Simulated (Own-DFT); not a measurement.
# Computed records: Hf16O31 (monoclinic hafnia with two neutral oxygen vacancies, atoms displaced)

A calculation, not a measurement: plane-wave PBE and HSE06 DFT by an unreviewed code, no spin, of a simulated cell at Gamma alone, so results move with cell size and shape, stress positive in tension, energies less offsets, not probed for a lower state with spin; hafnium file: forces about 75 meV/angstrom off all-electron values; oxygen file: force components 24 meV/angstrom off all-electron in a glass; k mesh not checked against a denser one; forces and stress are PBE's, HSE06 gives the energy alone, and its difference from PBE has offsets of its own; offsets are fitted by least squares, one for each functional and potential file, so energies compare only between cells with the same atoms and settings and are not formation energies; the far tail of each file's local potential was reset to the Coulomb form; each entry is a single point on an unrelaxed cell, so the pressure reflects the starting lattice, mostly measured values, from which strain is counted, and rises with the displacements; printed positions are rounded, which can move forces by about a meV/angstrom; the program is a retired in-house code; no spin-orbit coupling. Program: Own-DFT development build.

Common to all runs: first functional PBE; second functional HSE06; exact exchange share 0.25; screening 0.11 1/bohr; exchange divergence Gygi-Baldereschi; potential files PseudoDojo norm-conserving, scalar-relativistic, made for PBE, standard set; wave cutoff 48 hartree; occupations fixed; k mesh 1 x 1 x 1 centred on Gamma.

(1) 
```cif
# cell vector a (Å): 10.2340 0.0000 0.0000
# cell vector b (Å): 0.0000 10.3500 0.0000
# cell vector c (Å): -1.6955 0.0000 10.4453
data_Hf16O31
_symmetry_space_group_name_H-M 'P 1'
_symmetry_Int_Tables_number 1
_cell_length_a 10.2340
_cell_length_b 10.3500
_cell_length_c 10.5820
_cell_angle_alpha 90.000
_cell_angle_beta 99.220
_cell_angle_gamma 90.000
_cell_volume 1106.39
loop_
_atom_site_label
_atom_site_type_symbol
_atom_site_fract_x
_atom_site_fract_y
_atom_site_fract_z
_atom_site_occupancy
Hf1 Hf 0.12497 0.00539 0.09775 1
Hf2 Hf 0.38002 0.27436 0.13899 1
Hf3 Hf 0.36385 0.47637 0.40739 1
Hf4 Hf 0.14343 0.22700 0.34731 1
O1 O 0.04072 0.16296 0.16634 1
O2 O 0.46116 0.41379 0.07689 1
O3 O 0.47385 0.34576 0.32890 1
O4 O 0.03269 0.08136 0.42285 1
O5 O 0.22856 0.37150 0.23194 1
O6 O 0.27710 0.13389 0.01996 1
O7 O 0.27386 0.13139 0.26280 1
O8 O 0.23622 0.37843 0.48371 1
Hf5 Hf 0.13897 0.01677 0.59683 1
Hf6 Hf 0.35364 0.27374 0.64030 1
Hf7 Hf 0.36001 0.47376 0.88584 1
Hf8 Hf 0.15564 0.23027 0.87204 1
O9 O 0.03162 0.15023 0.66118 1
O10 O 0.46295 0.40546 0.58289 1
O11 O 0.46750 0.32826 0.83081 1
O12 O 0.04309 0.07993 0.91799 1
O13 O 0.22196 0.38709 0.74360 1
O14 O 0.26771 0.13628 0.50651 1
O15 O 0.28693 0.11954 0.76253 1
O16 O 0.22470 0.37204 0.98791 1
Hf9 Hf 0.13377 0.51258 0.10048 1
Hf10 Hf 0.36471 0.77290 0.13913 1
Hf11 Hf 0.34919 0.97097 0.40136 1
Hf12 Hf 0.13069 0.72094 0.33527 1
O17 O 0.02779 0.67500 0.17921 1
O18 O 0.45074 0.91478 0.08114 1
O19 O 0.47225 0.82975 0.32813 1
O20 O 0.03788 0.57007 0.41665 1
O21 O 0.22580 0.85970 0.23525 1
O22 O 0.26158 0.62007 0.01515 1
O23 O 0.27895 0.61106 0.25899 1
O24 O 0.21389 0.86111 0.47585 1
Hf13 Hf 0.13487 0.51786 0.60832 1
Hf14 Hf 0.36662 0.76542 0.64950 1
Hf15 Hf 0.35178 0.98387 0.89093 1
Hf16 Hf 0.14263 0.72683 0.86761 1
O25 O 0.03668 0.65802 0.67946 1
O26 O 0.45990 0.91209 0.58217 1
O27 O 0.44282 0.82458 0.83384 1
O28 O 0.04821 0.59000 0.91974 1
O29 O 0.22297 0.88268 0.72821 1
O30 O 0.26521 0.63297 0.51527 1
O31 O 0.26101 0.62402 0.77163 1
O32 O 0.22680 0.87351 0.98213 1
Hf17 Hf 0.64187 0.02270 0.10708 1
Hf18 Hf 0.84666 0.25484 0.13366 1
Hf19 Hf 0.86608 0.48633 0.39873 1
Hf20 Hf 0.65626 0.23150 0.35344 1
O33 O 0.52933 0.16012 0.18144 1
O34 O 0.96502 0.42536 0.07192 1
O35 O 0.97568 0.34243 0.33788 1
O36 O 0.53437 0.08508 0.42744 1
O37 O 0.72697 0.38486 0.24419 1
O38 O 0.78340 0.12655 0.02088 1
O39 O 0.77062 0.12853 0.24500 1
O40 O 0.71774 0.37975 0.49176 1
Hf21 Hf 0.64342 0.02749 0.61069 1
Hf22 Hf 0.86279 0.26337 0.64596 1
Hf23 Hf 0.85275 0.48241 0.88713 1
Hf24 Hf 0.63757 0.21209 0.86249 1
O41 O 0.52600 0.15797 0.67156 1
O42 O 0.97156 0.41194 0.57943 1
O43 O 0.96696 0.34598 0.82878 1
O44 O 0.53680 0.07955 0.93772 1
O45 O 0.72768 0.37961 0.74925 1
O46 O 0.77152 0.12567 0.49635 1
O47 O 0.76290 0.10137 0.75108 1
O48 O 0.71153 0.36452 0.99380 1
Hf25 Hf 0.64601 0.52060 0.10133 1
Hf26 Hf 0.85354 0.75886 0.14264 1
Hf27 Hf 0.85845 0.96957 0.40474 1
Hf28 Hf 0.64290 0.72022 0.36122 1
O49 O 0.96016 0.92488 0.05907 1
O50 O 0.97390 0.82781 0.33182 1
O51 O 0.53138 0.57714 0.42140 1
O52 O 0.72430 0.88709 0.23512 1
O53 O 0.77643 0.62167 0.01549 1
O54 O 0.72079 0.87004 0.49166 1
Hf29 Hf 0.64255 0.51394 0.59186 1
Hf30 Hf 0.86277 0.76786 0.65672 1
Hf31 Hf 0.86487 0.97022 0.87847 1
Hf32 Hf 0.64124 0.73560 0.85908 1
O55 O 0.53994 0.66980 0.68785 1
O56 O 0.97583 0.92984 0.57365 1
O57 O 0.97443 0.83325 0.82497 1
O58 O 0.53631 0.57524 0.93067 1
O59 O 0.72203 0.86994 0.73904 1
O60 O 0.76657 0.63181 0.49409 1
O61 O 0.78240 0.62310 0.76036 1
O62 O 0.72746 0.86993 0.99134 1
_calc_PBE_energy_of_cell_above_offsets '-79.130'  # eV
_calc_HSE06_less_PBE_above_offsets '1.193'  # eV
_calc_PBE_pressure 8.22  # GPa
_calc_PBE_stress_xx -6.99  # GPa
_calc_PBE_stress_yy -9.2  # GPa
_calc_PBE_stress_zz -8.46  # GPa
_calc_PBE_stress_yz -0.07  # GPa
_calc_PBE_stress_xz -0.57  # GPa
_calc_PBE_stress_xy -2.41  # GPa
```

Force:
| element | x (eV/Å) | y (eV/Å) | z (eV/Å) |
| --- | --- | --- | --- |
| Hf | 2.85 | 2.776 | 1.876 |
| Hf | -4.364 | -1.065 | 3.865 |
| Hf | -0.182 | 0.688 | -4.293 |
| Hf | -1.318 | 0.915 | -0.214 |
| O | -1.892 | 0.413 | -0.473 |
| O | 2.546 | 3.044 | -1.323 |
| O | 0.807 | -1.108 | -0.244 |
| O | -0.423 | 0.25 | -1.703 |
| O | -0.267 | 0.434 | 0.019 |
| O | 0.155 | -0.96 | -1.597 |
| O | 1.046 | -3.079 | 0.374 |
| O | -2.733 | -1.851 | 1.716 |
| Hf | 2.26 | 0.679 | 0.043 |
| Hf | 0.147 | -1.702 | 0.718 |
| Hf | 0.408 | 1.579 | 2.228 |
| Hf | -2.048 | -0.591 | -2.407 |
| O | -1.759 | 2.924 | 2.043 |
| O | 2.527 | 2.014 | 0.35 |
| O | 0.014 | -0.539 | -0.177 |
| O | -0.712 | 0.22 | -0.949 |
| O | 0.476 | -1.949 | -0.622 |
| O | 0.776 | -0.638 | 0.577 |
| O | -1.095 | 1.716 | 0.032 |
| O | 0.247 | 0.402 | -0.246 |
| Hf | 1.253 | -0.076 | 2.092 |
| Hf | -0.58 | -2.522 | 2.116 |
| Hf | 2.615 | 0.849 | -1.387 |
| Hf | 2.807 | -0.202 | 5.114 |
| O | -0.352 | -2.371 | -4.534 |
| O | 2.797 | 2.084 | -0.65 |
| O | -0.532 | -0.191 | -0.342 |
| O | -0.003 | 1.01 | 0.509 |
| O | 0.009 | 1.941 | -1.005 |
| O | 2.933 | 1.676 | 0.222 |
| O | -0.404 | 0.089 | 0.165 |
| O | 0.701 | 1.454 | 0.802 |
| Hf | 0.742 | 1.675 | -1.017 |
| Hf | -1.748 | 0.332 | -0.781 |
| Hf | 0.652 | -1.555 | 0.623 |
| Hf | 1.95 | 0.735 | -2.46 |
| O | -2.153 | 1.254 | -0.807 |
| O | 0.497 | 0.582 | -0.197 |
| O | 2.467 | -0.002 | 1.11 |
| O | -4.575 | -2.674 | 0.545 |
| O | -0.018 | -0.402 | 0.897 |
| O | 1.054 | -0.913 | 0.597 |
| O | 2.469 | -0.985 | -0.807 |
| O | -0.956 | 0.149 | 0.659 |
| Hf | -2.039 | -1.72 | 1.384 |
| Hf | 5.052 | 5.784 | 4.018 |
| Hf | 1.423 | -2.075 | -1.596 |
| Hf | -4.813 | 0.196 | -0.231 |
| O | 2.391 | -1.035 | -0.077 |
| O | -2.416 | -1.42 | -0.406 |
| O | -1.133 | -0.882 | -1.168 |
| O | 0.298 | 0.186 | 0.21 |
| O | 0.333 | 0.096 | -0.379 |
| O | -1.032 | -3.072 | -4.922 |
| O | 0.407 | -0.846 | 1.785 |
| O | 1.324 | -1.678 | 0.247 |
| Hf | -4.409 | -2.558 | -5.514 |
| Hf | 2.716 | 1.427 | 0.504 |
| Hf | 2.255 | -1.424 | 1.966 |
| Hf | -1.503 | 2.782 | -1.835 |
| O | 0.483 | 0.563 | 1.301 |
| O | -2.218 | -1.072 | 0.201 |
| O | 0.68 | -1.974 | -0.677 |
| O | -0.11 | 0.201 | -1.466 |
| O | -0.502 | -0.85 | -1.383 |
| O | 0.983 | 0.937 | 1.984 |
| O | 2.195 | 3.03 | 2.502 |
| O | 0.973 | -0.776 | -0.723 |
| Hf | -2.649 | -0.811 | 1.251 |
| Hf | -0.54 | 2.174 | 2.037 |
| Hf | 2.522 | 0.578 | -1.787 |
| Hf | -2.354 | 2.172 | -3.213 |
| O | -2.133 | -2.526 | 0.843 |
| O | -3.179 | 1.591 | -0.577 |
| O | 1.362 | 1.197 | 1.017 |
| O | 0.73 | -1.08 | 0.993 |
| O | 0.715 | 0.421 | -1.108 |
| O | 0.835 | -0.161 | 0.953 |
| Hf | -2.18 | 0.716 | 2.025 |
| Hf | 2.215 | -0.59 | -2.272 |
| Hf | 0.947 | 0.593 | 2.808 |
| Hf | -3.067 | -1.591 | 0.203 |
| O | 0.559 | -1.226 | -1.126 |
| O | -4.705 | -4.172 | 0.842 |
| O | -1.569 | 0.571 | -0.684 |
| O | 0.468 | 1.245 | -0.955 |
| O | 0.145 | 0.209 | 0.486 |
| O | 1.732 | -0.707 | 3.02 |
| O | -0.3 | 0.602 | -0.516 |
| O | 0.022 | 0.466 | -1.023 |

(2) 
```cif
# cell vector a (Å): 10.2340 0.0000 0.0000
# cell vector b (Å): 0.0000 10.3500 0.0000
# cell vector c (Å): -1.6955 0.0000 10.4453
data_Hf16O31
_symmetry_space_group_name_H-M 'P 1'
_symmetry_Int_Tables_number 1
_cell_length_a 10.2340
_cell_length_b 10.3500
_cell_length_c 10.5820
_cell_angle_alpha 90.000
_cell_angle_beta 99.220
_cell_angle_gamma 90.000
_cell_volume 1106.39
loop_
_atom_site_label
_atom_site_type_symbol
_atom_site_fract_x
_atom_site_fract_y
_atom_site_fract_z
_atom_site_occupancy
Hf1 Hf 0.14205 0.02525 0.10306 1
Hf2 Hf 0.36696 0.28005 0.14236 1
Hf3 Hf 0.35453 0.47334 0.40506 1
Hf4 Hf 0.12595 0.23638 0.34221 1
O1 O 0.04126 0.16931 0.18787 1
O2 O 0.47101 0.41231 0.08844 1
O3 O 0.01919 0.08704 0.42385 1
O4 O 0.29011 0.12240 0.00958 1
O5 O 0.27816 0.11390 0.24520 1
O6 O 0.22923 0.38192 0.50485 1
Hf5 Hf 0.14035 0.01688 0.61062 1
Hf6 Hf 0.37430 0.25650 0.63755 1
Hf7 Hf 0.35514 0.47900 0.88616 1
Hf8 Hf 0.14914 0.23959 0.85150 1
O7 O 0.05009 0.16408 0.66681 1
O8 O 0.47359 0.41937 0.57069 1
O9 O 0.47262 0.32771 0.83651 1
O10 O 0.04600 0.08936 0.91845 1
O11 O 0.22617 0.38562 0.73172 1
O12 O 0.28511 0.13149 0.49198 1
O13 O 0.28394 0.12692 0.75272 1
O14 O 0.20847 0.36217 0.99223 1
Hf9 Hf 0.13225 0.52558 0.09780 1
Hf10 Hf 0.36716 0.76919 0.14105 1
Hf11 Hf 0.33916 0.99157 0.39796 1
Hf12 Hf 0.12994 0.73596 0.36082 1
O15 O 0.03290 0.65613 0.16068 1
O16 O 0.45020 0.92168 0.07196 1
O17 O 0.45855 0.81274 0.33165 1
O18 O 0.04588 0.58617 0.42812 1
O19 O 0.21758 0.87582 0.24390 1
O20 O 0.27915 0.62167 0.01462 1
O21 O 0.27211 0.62510 0.26069 1
O22 O 0.21431 0.87416 0.49361 1
Hf13 Hf 0.14313 0.51814 0.61148 1
Hf14 Hf 0.34246 0.77374 0.64329 1
Hf15 Hf 0.36452 0.97268 0.89916 1
Hf16 Hf 0.12893 0.73235 0.86529 1
O23 O 0.04341 0.66012 0.66683 1
O24 O 0.46858 0.90702 0.56889 1
O25 O 0.45747 0.83104 0.83665 1
O26 O 0.03594 0.59531 0.92324 1
O27 O 0.22401 0.87785 0.73403 1
O28 O 0.27971 0.64164 0.51046 1
O29 O 0.26886 0.62786 0.77025 1
O30 O 0.23082 0.86911 0.99147 1
Hf17 Hf 0.63002 0.01050 0.10698 1
Hf18 Hf 0.86205 0.27736 0.14403 1
Hf19 Hf 0.86551 0.48804 0.39228 1
Hf20 Hf 0.63406 0.22724 0.34181 1
O31 O 0.54804 0.16629 0.17424 1
O32 O 0.95620 0.41972 0.06796 1
O33 O 0.95148 0.32905 0.32950 1
O34 O 0.54156 0.08214 0.42339 1
O35 O 0.72056 0.37419 0.24635 1
O36 O 0.77360 0.12004 0.00991 1
O37 O 0.76035 0.11979 0.25937 1
O38 O 0.73275 0.36928 0.50050 1
Hf21 Hf 0.64770 0.02872 0.60712 1
Hf22 Hf 0.85929 0.26937 0.63504 1
Hf23 Hf 0.86260 0.48824 0.90950 1
Hf24 Hf 0.64117 0.23151 0.84983 1
O39 O 0.52246 0.16863 0.66808 1
O40 O 0.96568 0.42130 0.57501 1
O41 O 0.95292 0.33755 0.82847 1
O42 O 0.52731 0.09305 0.93178 1
O43 O 0.71967 0.37293 0.73804 1
O44 O 0.79247 0.12422 0.51110 1
O45 O 0.77481 0.12151 0.75696 1
O46 O 0.72968 0.36703 0.00820 1
Hf25 Hf 0.64915 0.51484 0.11302 1
Hf26 Hf 0.86765 0.76905 0.14414 1
Hf27 Hf 0.86447 0.97129 0.39198 1
Hf28 Hf 0.64076 0.73048 0.34900 1
O47 O 0.53259 0.66934 0.17191 1
O48 O 0.95241 0.91511 0.07233 1
O49 O 0.96919 0.83851 0.31828 1
O50 O 0.53685 0.59146 0.43270 1
O51 O 0.72875 0.87340 0.23712 1
O52 O 0.77677 0.63000 0.01036 1
O53 O 0.77420 0.61427 0.26172 1
O54 O 0.71806 0.87056 0.49237 1
Hf29 Hf 0.63165 0.49662 0.60490 1
Hf30 Hf 0.85936 0.77063 0.64181 1
Hf31 Hf 0.84824 0.97029 0.90329 1
Hf32 Hf 0.63957 0.73303 0.85039 1
O55 O 0.54344 0.66530 0.68393 1
O56 O 0.95965 0.91796 0.56954 1
O57 O 0.95343 0.82161 0.82055 1
O58 O 0.53831 0.57513 0.92530 1
O59 O 0.71713 0.88966 0.74758 1
O60 O 0.76658 0.62983 0.50366 1
O61 O 0.76523 0.62667 0.75620 1
O62 O 0.71685 0.87273 0.99120 1
_calc_PBE_energy_of_cell_above_offsets '-79.401'  # eV
_calc_HSE06_less_PBE_above_offsets '1.053'  # eV
_calc_PBE_pressure 7.97  # GPa
_calc_PBE_stress_xx -8  # GPa
_calc_PBE_stress_yy -7.88  # GPa
_calc_PBE_stress_zz -8.03  # GPa
_calc_PBE_stress_yz -0.2  # GPa
_calc_PBE_stress_xz -1.25  # GPa
_calc_PBE_stress_xy 2.11  # GPa
```

Force:
| element | x (eV/Å) | y (eV/Å) | z (eV/Å) |
| --- | --- | --- | --- |
| Hf | 0.801 | -0.391 | -1.109 |
| Hf | -0.854 | -2.417 | 0.511 |
| Hf | 1.608 | 3.256 | -2.33 |
| Hf | 1.701 | 0.137 | 3.688 |
| O | -1.568 | -0.961 | -3.802 |
| O | 0.386 | 1.317 | -0.811 |
| O | 2.608 | 0.732 | -0.331 |
| O | -1.29 | 1.203 | 0.132 |
| O | -0.512 | 0.875 | 0.579 |
| O | 0.08 | -1.38 | -2.32 |
| Hf | -1.12 | 1.091 | -1.252 |
| Hf | -5.828 | 3.717 | 0.253 |
| Hf | 2.365 | 1.152 | 1.923 |
| Hf | -2.15 | -2.856 | -1.063 |
| O | -1.937 | 1.844 | 0.519 |
| O | -4.892 | -3.768 | 0.146 |
| O | -1.405 | 1.091 | -1.055 |
| O | -0.854 | -0.724 | 0.828 |
| O | 0.736 | -1.497 | 2.674 |
| O | -2.382 | 1.8 | 2.028 |
| O | 0.107 | -0.494 | 0.134 |
| O | 1.348 | 1.667 | 0.533 |
| Hf | 3.448 | -1.349 | 1.944 |
| Hf | -1.183 | -1.04 | 3.11 |
| Hf | 5.143 | -4.476 | -1.592 |
| Hf | 3.866 | -1.376 | -1.054 |
| O | -2.183 | 2.435 | 1.692 |
| O | 2.158 | -0.1 | 2.234 |
| O | -0.194 | 1.961 | -0.922 |
| O | -1.656 | -0.858 | -1.266 |
| O | -0.326 | 0.853 | -0.725 |
| O | -0.344 | -0.279 | -0.55 |
| O | -0.865 | -1.542 | 0.181 |
| O | -0.228 | 0.567 | -0.577 |
| Hf | -0.767 | 1.065 | -1.422 |
| Hf | 5.39 | -0.467 | 0.447 |
| Hf | -0.435 | 2.606 | -1.848 |
| Hf | 2.567 | 1.311 | -2.557 |
| O | -2.372 | 2.599 | 0.948 |
| O | -1.21 | 0.852 | 0.87 |
| O | 1.182 | -1.006 | -0.746 |
| O | -2.01 | -2.471 | 0.491 |
| O | -1.733 | 0.896 | 1.497 |
| O | -0.685 | -1.35 | 0.221 |
| O | 0.712 | -0.624 | -0.129 |
| O | -2.116 | -0.368 | -0.238 |
| Hf | 0.486 | 1.69 | -0.618 |
| Hf | -1.102 | -2.71 | 0.74 |
| Hf | -0.45 | -0.502 | 3.102 |
| Hf | -0.256 | -0.589 | 2.714 |
| O | -3.102 | 1.175 | -0.957 |
| O | 1.695 | -0.42 | 2.568 |
| O | 1.004 | 0.396 | -0.458 |
| O | -0.682 | 0.532 | -0.077 |
| O | 0.707 | 0.914 | -0.428 |
| O | 0.399 | 0.903 | 0.24 |
| O | 2.498 | -1.113 | -0.042 |
| O | -0.614 | -0.267 | -1.991 |
| Hf | -1.334 | -2.381 | -2.379 |
| Hf | 2.138 | 0.331 | 2.017 |
| Hf | -0.746 | -0.678 | -4.774 |
| Hf | -0.357 | -0.71 | 2.209 |
| O | 6.074 | -3.337 | 1.018 |
| O | 0.188 | -0.466 | 0.145 |
| O | 1.432 | -0.258 | -0.223 |
| O | 1.171 | -0.495 | -0.801 |
| O | -0.119 | -0.748 | 1.262 |
| O | -1.308 | 0.082 | 0.201 |
| O | -0.093 | 0.318 | 0.095 |
| O | -0.829 | 0.208 | -2.093 |
| Hf | -3.124 | 1.319 | -1.581 |
| Hf | -1.168 | -0.257 | -0.35 |
| Hf | -1.873 | 2.231 | 0.709 |
| Hf | -3.319 | -0.192 | 2.203 |
| O | 1.874 | -1.275 | -0.909 |
| O | 2.091 | 0.435 | 0.582 |
| O | -0.453 | -0.555 | -0.276 |
| O | -1.118 | -1.942 | -1.128 |
| O | 0.01 | -0.224 | 0.001 |
| O | 0.023 | 0.297 | 0.74 |
| O | 0.996 | 0.739 | -1.172 |
| O | 0.865 | 0.397 | -0.039 |
| Hf | 4.109 | 7.36 | 0.238 |
| Hf | -0.705 | -1.636 | -0.53 |
| Hf | 1.669 | 2.489 | -1.826 |
| Hf | -2.339 | -1.965 | -0.815 |
| O | -2.195 | -0.099 | -1.005 |
| O | 0.62 | -0.991 | 1.279 |
| O | 0.024 | 1.277 | 1.091 |
| O | -0.295 | -0.189 | 0.16 |
| O | 0.373 | -0.63 | -0.417 |
| O | 1.975 | -0.166 | 0.365 |
| O | 2.269 | -0.854 | 0.936 |
| O | -0.214 | -0.678 | 0.391 |
